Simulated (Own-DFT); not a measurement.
# Computed records: GaN (wurtzite, atoms displaced)

Computed with Own-DFT development build. A calculation, not a measurement: plane-wave PBE density functional theory by an unreviewed code, no spin, of a simulated periodic cell, stress positive in tension, free energy of the whole cell less one offset for each atom, forces on such cells passed a denser k mesh, this cell's mesh not checked; offsets are fitted by least squares, one for each functional and potential file, so energies compare only between cells with the same atoms and settings and are not formation energies; the far tail of each file's local potential was reset to the Coulomb form; each entry is a single point on an unrelaxed cell, so the pressure reflects the starting lattice, mostly measured values (interpolated for alloys), from which strain is counted, and rises with the displacements; printed positions are rounded, which can move forces by about a meV/angstrom; the program, named Own-DFT, is a retired in-house code; no spin-orbit coupling.

Common to all runs: functional PBE; potential files PseudoDojo norm-conserving, scalar-relativistic, standard set with the stringent files for Ga; wave cutoff 96 hartree; occupations Gaussian; smearing width 0.01 eV; k mesh 3 x 4 x 3 centred on Gamma.

(1) 
```xyz
96
Lattice="12.7560 0.0000 0.0000 -4.7835 8.2853 0.0000 0.0000 0.0000 10.3700" Properties=species:S:1:pos:R:3:force_x:R:1:force_y:R:1:force_z:R:1 formula=GaN free_energy_of_cell_above_offsets=-5.351 pressure=6.8 stress_xx=-7.01 stress_yy=-7.09 stress_zz=-6.29 stress_yz=-0.45 stress_xz=-0.44 stress_xy=-1.41
Ga     0.0525     1.8093    10.3530     -1.616     -0.494      0.656
Ga     1.5585     0.9160     2.6016     -0.115      0.106     -0.581
N     -0.0860     1.8455     1.9770      0.727     -0.731     -0.744
N      1.5614     0.8841     4.4663     -0.071      -0.12      2.173
Ga    -0.0421     1.8520     5.1908      1.519      -0.04     -0.139
Ga     1.5255     0.9430     7.8143      0.684      1.055     -0.355
N     -0.0500     1.8722     7.1073      0.653      0.465      0.642
N      1.6020     0.9860     9.7247          1     -1.379       0.21
Ga    -1.6106     4.6246    10.2606     -0.214     -1.581      1.334
Ga    -0.0104     3.6267     2.5586      0.386      0.621      1.149
N     -1.5114     4.6462     1.9712     -0.583     -0.422     -1.385
N     -0.0118     3.6367     4.5744      0.431      0.844     -0.806
Ga    -1.6234     4.5760     5.0901       1.42      0.283       0.99
Ga     0.0142     3.7786     7.8213      0.171     -1.336     -0.608
N     -1.5473     4.6384     7.1247     -1.516     -0.774     -0.094
N      0.0050     3.6240     9.7959     -0.299      1.409     -0.851
Ga    -3.1546     7.2963     0.0187     -0.955      1.908      0.684
Ga    -1.5592     6.4628     2.4918     -0.826      0.413      1.215
N     -3.2183     7.3993     1.9739      0.065     -1.056      -0.25
N     -1.5391     6.3955     4.5012     -1.064      0.605       0.17
Ga    -3.2295     7.2924     5.2644      1.478      1.378     -1.885
Ga    -1.6591     6.4059     7.7578       0.58      1.284      0.059
N     -3.2298     7.4613     7.1458      0.593     -1.479      0.216
N     -1.6297     6.4258     9.7599      1.369       0.58     -1.198
Ga     3.2275     1.8407     0.0428     -0.849      0.142      0.009
Ga     4.8087     0.8552     2.6175     -1.258      0.318       0.89
N      3.1547     1.7747     1.9711        0.7      0.923      0.297
N      4.8134     0.9457     4.5994     -0.897     -0.999      -0.48
Ga     3.1050     1.8227     5.2477      0.728     -0.481      -2.14
Ga     4.8095     0.8985     7.7602     -1.426     -0.376      0.303
N      3.2347     1.7706     7.0689     -1.138      0.517       2.42
N      4.7939     0.9852     9.7247     -0.718     -1.343     -0.571
Ga     1.5682     4.6012    10.3604      0.949      0.047      0.674
Ga     3.2284     3.6769     2.6335     -0.145       -0.5     -0.293
N      1.5707     4.6018     2.0578      0.807     -0.646     -1.402
N      3.1732     3.6770     4.6121      0.602     -0.346      -1.03
Ga     1.6455     4.6006     5.1501     -1.702      0.018      0.706
Ga     3.2296     3.6330     7.7961     -1.331     -0.104       0.52
N      1.5898     4.6045     7.1168      0.486      0.135       0.74
N      3.2016     3.6544     9.8108      0.262      0.589     -0.676
Ga    -0.0363     7.4225    10.3525      0.971     -0.447     -0.438
Ga     1.6437     6.3902     2.5986     -0.834      1.059      0.393
N      0.0082     7.3645     1.8825       0.82      -0.42      0.587
N      1.6252     6.4627     4.5878     -1.287     -0.833     -1.338
Ga    -0.0358     7.3100     5.2153      0.665      1.025     -0.467
Ga     1.5043     6.4809     7.8662      2.185     -0.896     -2.082
N      0.0600     7.3788     7.1376     -2.041     -0.432       0.46
N      1.7613     6.4617     9.6831     -3.324     -0.993      1.623
Ga     6.3332     1.8287    10.3262       1.34      0.412      1.268
Ga     8.0102     0.9264     2.5728     -1.117      0.672      0.871
N      6.2886     1.7998     2.0274      1.763      0.421     -1.456
N      8.0159     0.9264     4.5956     -0.068      -0.56     -1.053
Ga     6.4167     1.8304     5.1389     -0.623       0.67      0.245
Ga     7.9734     0.9769     7.7315     -1.363     -1.927      0.636
N      6.2670     1.8149     7.1529      2.524      0.729     -0.876
N      7.9484     0.8923     9.7142     -0.289      0.043      0.243
Ga     4.8759     4.5855     0.0932     -1.069      0.556     -2.677
Ga     6.3811     3.6696     2.5894      0.197     -0.283     -0.032
N      4.8336     4.6455     1.9193     -0.855     -0.504      1.844
N      6.3569     3.6990     4.4875      0.276      0.171      1.578
Ga     4.7109     4.6294     5.2733      1.296      -1.18     -1.654
Ga     6.3518     3.6144     7.7429     -0.245      1.302      0.472
N      4.7079     4.5873     7.1281      1.292     -0.267      0.926
N      6.4232     3.6825     9.7441     -0.634     -0.393     -0.763
Ga     3.1872     7.3198     0.0451      1.846      0.953     -0.595
Ga     4.8051     6.4620     2.5425      0.248     -0.599      1.394
N      3.2297     7.3728     1.9915     -0.375     -0.047     -0.198
N      4.8789     6.3984     4.6212     -1.708      0.661     -1.496
Ga     3.1434     7.3179     5.1267      1.685      1.115      1.245
Ga     4.7167     6.4329     7.6350      0.367      0.362      1.789
N      3.1593     7.3604     7.1059     -0.636       0.54     -0.108
N      4.7827     6.4446     9.6539       0.27     -0.509      0.934
Ga     9.4942     1.7888     0.0303      1.306      0.357     -0.957
Ga    11.1472     0.8749     2.6100     -0.172      0.564     -0.027
N      9.5294     1.9387     1.9738      0.633     -3.035     -0.619
N     11.2017     0.9355     4.5910     -1.275     -0.629     -0.796
Ga     9.5758     1.8240     5.2289      0.054      0.239     -1.161
Ga    11.1717     0.9256     7.6851     -0.147     -0.442      1.692
N      9.5312     1.7426     7.1120      0.742      1.789      0.344
N     11.1847     0.8905     9.6793     -0.523      0.375      0.727
Ga     7.9939     4.5755    10.3572     -0.932      1.515      0.603
Ga     9.7417     3.6360     2.5275     -2.035        2.5       1.14
N      7.9329     4.5600     1.9155       1.25      0.614      0.869
N      9.6044     3.6629     4.5609      -0.87     -0.371     -0.585
Ga     8.0168     4.6730     5.1356     -0.996     -2.452      0.164
Ga     9.4890     3.6293     7.7097      0.993        0.5      0.689
N      7.9398     4.6325     7.1177       0.05     -0.704     -0.352
N      9.4663     3.6908     9.7376      2.315     -1.098     -1.093
Ga     6.3972     7.2931    10.3674     -0.155      0.878     -0.703
Ga     7.8963     6.4431     2.6865      2.147     -1.208     -1.713
N      6.4213     7.3206     2.0069     -1.239       1.11     -0.838
N      8.0222     6.4086     4.5465     -0.952      1.386      0.704
Ga     6.3473     7.3969     5.1851      1.016     -0.305      0.784
Ga     7.9768     6.4601     7.6980     -0.416     -0.021      1.832
N      6.3736     7.3520     7.1915     -0.124     -0.016     -1.382
N      8.0397     6.5026     9.7631     -0.834     -1.382     -1.167
```

Units: free_energy_of_cell_above_offsets in eV; pressure, stress_xx, stress_yy, stress_zz, stress_yz, stress_xz, stress_xy in GPa; force_x, force_y, force_z in eV/Å.

(2) 
```xyz
96
Lattice="12.7560 0.0000 0.0000 -4.7835 8.2853 0.0000 0.0000 0.0000 10.3700" Properties=species:S:1:pos:R:3:force_x:R:1:force_y:R:1:force_z:R:1 formula=GaN free_energy_of_cell_above_offsets=-4.538 pressure=6.98 stress_xx=-7.66 stress_yy=-6.28 stress_zz=-7.01 stress_yz=-0.18 stress_xz=0.19 stress_xy=0.6
Ga    -0.1261     1.8507     0.0266       1.58      0.623     -0.335
Ga     1.5706     0.9724     2.5822      1.253     -1.389       0.92
N      0.0366     1.8240     2.0062     -1.007     -0.141      -1.45
N      1.5610     0.8524     4.5673      0.801       1.19     -0.392
Ga     0.0291     1.8569     5.1300     -0.376     -0.141      0.022
Ga     1.4949     0.9318     7.8144       1.04     -0.681     -0.401
N     -0.0084     1.8121     7.0360      0.193      1.043       1.72
N      1.5535     0.8612     9.7291     -0.619      1.192      0.747
Ga    -1.6299     4.6518    10.3562      1.505      0.089      1.627
Ga     0.0085     3.6132     2.5963     -0.171      1.736      0.612
N     -1.6352     4.5291     2.0314      0.427      0.837      -0.76
N     -0.0161     3.6948     4.6112      1.556      0.226     -0.924
Ga    -1.5558     4.6013     5.1653     -0.326      0.707     -0.076
Ga     0.0542     3.7502     7.7395     -2.071     -2.067      1.242
N     -1.5935     4.5345     7.1267      0.832      1.658     -0.417
N      0.0282     3.7835     9.7721     -1.581     -1.941     -1.094
Ga    -3.2910     7.3577     0.0348      1.254     -0.037     -0.083
Ga    -1.6324     6.4584     2.5328       1.46     -1.609      1.382
N     -3.1087     7.3698     2.0145     -2.911       0.57     -1.102
N     -1.5480     6.4824     4.5592     -0.616     -0.409      0.123
Ga    -3.2332     7.3530     5.2137      0.534       -0.4      0.433
Ga    -1.5778     6.4675     7.7362     -1.411     -0.663      0.809
N     -3.2407     7.3333     7.2135     -0.021      0.151     -0.787
N     -1.6661     6.4416     9.7605      0.165      0.878     -0.581
Ga     3.1461     1.8092     0.0575      0.387      0.296     -1.418
Ga     4.7889     0.8469     2.6359     -0.385      0.807     -1.085
N      3.1832     1.8344     1.9568      0.289     -0.755      0.476
N      4.7645     0.8589     4.5036      0.148      2.307       1.51
Ga     3.1590     1.7784     5.3056     -0.067      0.334     -2.004
Ga     4.7862     0.8987     7.7059      0.509      0.804      1.265
N      3.2141     1.8772     7.1811     -0.936     -1.359     -0.064
N      4.8231     0.9691     9.6902      -1.09     -0.053      0.258
Ga     1.5660     4.6042     0.0324       1.14      1.085      -0.75
Ga     3.2399     3.6089     2.5899     -1.325      1.052      0.487
N      1.6006     4.5988     1.8979      0.097     -0.453      2.041
N      3.1175     3.7267     4.5903      2.073     -1.497     -0.442
Ga     1.6966     4.6556     5.2725     -2.304     -0.044     -1.713
Ga     3.1802     3.6496     7.7287     -0.095      1.013      1.375
N      1.5123     4.6115     7.1354      2.392     -0.252     -0.279
N      3.1231     3.6408     9.7023      0.734      0.386      0.156
Ga    -0.0750     7.4337    10.3028      0.868     -0.855      0.388
Ga     1.5343     6.4258     2.6191      0.156     -0.424     -1.318
N     -0.0525     7.3579     1.9484      0.782     -0.068      -0.46
N      1.6222     6.4868     4.5255     -0.204     -0.905      0.458
Ga     0.0763     7.4254     5.1443     -1.139     -1.513      1.061
Ga     1.5617     6.3703     7.6810      1.498      2.406       2.39
N     -0.0016     7.3528     7.2408      0.257      0.205     -2.018
N      1.5770     6.4754     9.7604      0.004     -0.205     -0.786
Ga     6.3921     1.8479    10.3533     -0.209      -0.03      0.372
Ga     7.9066     0.9338     2.5156      1.896     -0.535      0.556
N      6.3765     1.8439     2.0538     -0.991      0.286     -1.767
N      7.8950     0.8765     4.4750       1.28      0.268      0.468
Ga     6.4425     1.8775     5.1874     -1.068     -0.015     -0.527
Ga     8.0056     0.9862     7.7441     -0.907     -0.665      -0.34
N      6.3391     1.9216     7.1132      0.393      -0.84     -0.231
N      7.9277     0.8786     9.6561      0.774       1.13      0.908
Ga     4.8049     4.5961    10.3249     -0.938      -0.59      0.612
Ga     6.3757     3.7066     2.5909      0.517     -0.599      0.119
N      4.8020     4.4921     2.0272     -0.505      2.253     -1.486
N      6.3923     3.7810     4.5241      0.835     -1.381      0.216
Ga     4.8355     4.5974     5.1438     -1.325      0.174      0.551
Ga     6.3484     3.7612     7.6763     -0.685     -1.378      1.194
N      4.7319     4.6571     7.1621     -0.067     -1.057     -1.186
N      6.3709     3.6483     9.6597      0.413      0.952       0.49
Ga     3.1920     7.4145     0.0595     -0.964     -1.007     -2.399
Ga     4.7138     6.5121     2.5982      1.174     -1.355     -0.282
N      3.1708     7.3162     1.8818     -0.537      0.692      2.085
N      4.7995     6.4421     4.5477     -0.976     -0.432     -0.909
Ga     3.2052     7.3076     5.1450      0.265      1.299      0.785
Ga     4.8063     6.3909     7.8033     -0.975      2.063     -0.532
N      3.2502     7.4234     7.0935     -0.905     -0.976       0.17
N      4.7473     6.4623     9.7187      0.408     -0.399      0.534
Ga     9.5813     1.8344    10.2650     -1.784       1.31      1.659
Ga    11.2012     0.8427     2.5030     -0.811      2.049      1.816
N      9.6035     1.8252     1.9641     -0.716      0.068     -0.836
N     11.1889     1.0271     4.5103     -0.711     -1.767     -0.296
Ga     9.5609     1.7921     5.1570     -0.034      0.072     -0.058
Ga    11.2135     0.9511     7.7954     -0.884     -0.381     -1.662
N      9.5753     1.8733     7.1475      0.467      0.446      -0.26
N     11.0674     0.8915     9.6939       1.56      0.354      0.141
Ga     7.9390     4.6554     0.0092      0.211     -0.547     -1.236
Ga     9.5161     3.7086     2.7367      0.701     -1.006     -5.093
N      7.9560     4.5900     1.8940      0.111      0.117      1.097
N      9.5673     3.6940     4.4746      0.391     -0.424      3.982
Ga     8.0718     4.5714     5.1394     -1.669      1.463      1.204
Ga     9.6403     3.7577     7.7920     -2.008     -0.795      0.426
N      7.8838     4.5879     7.1316      2.267      0.771     -0.628
N      9.6252     3.7918     9.7823      -1.99     -1.712     -1.243
Ga     6.3427     7.3749    10.2968     -0.044     -0.653      1.223
Ga     7.9651     6.3775     2.6076      0.381      1.126       0.32
N      6.4186     7.3819     1.9795     -0.577     -1.868     -1.418
N      7.8797     6.5305     4.5866      2.058     -2.115     -1.115
Ga     6.3232     7.3006     5.1443      0.167       2.53      0.577
Ga     7.7932     6.4348     7.8053       2.14      -0.18     -2.014
N      6.3452     7.3712     7.0681       -0.6        0.5      0.906
N      7.9451     6.5168     9.6302     -0.805     -0.947      2.337
```

Units: free_energy_of_cell_above_offsets in eV; pressure, stress_xx, stress_yy, stress_zz, stress_yz, stress_xz, stress_xy in GPa; force_x, force_y, force_z in eV/Å.
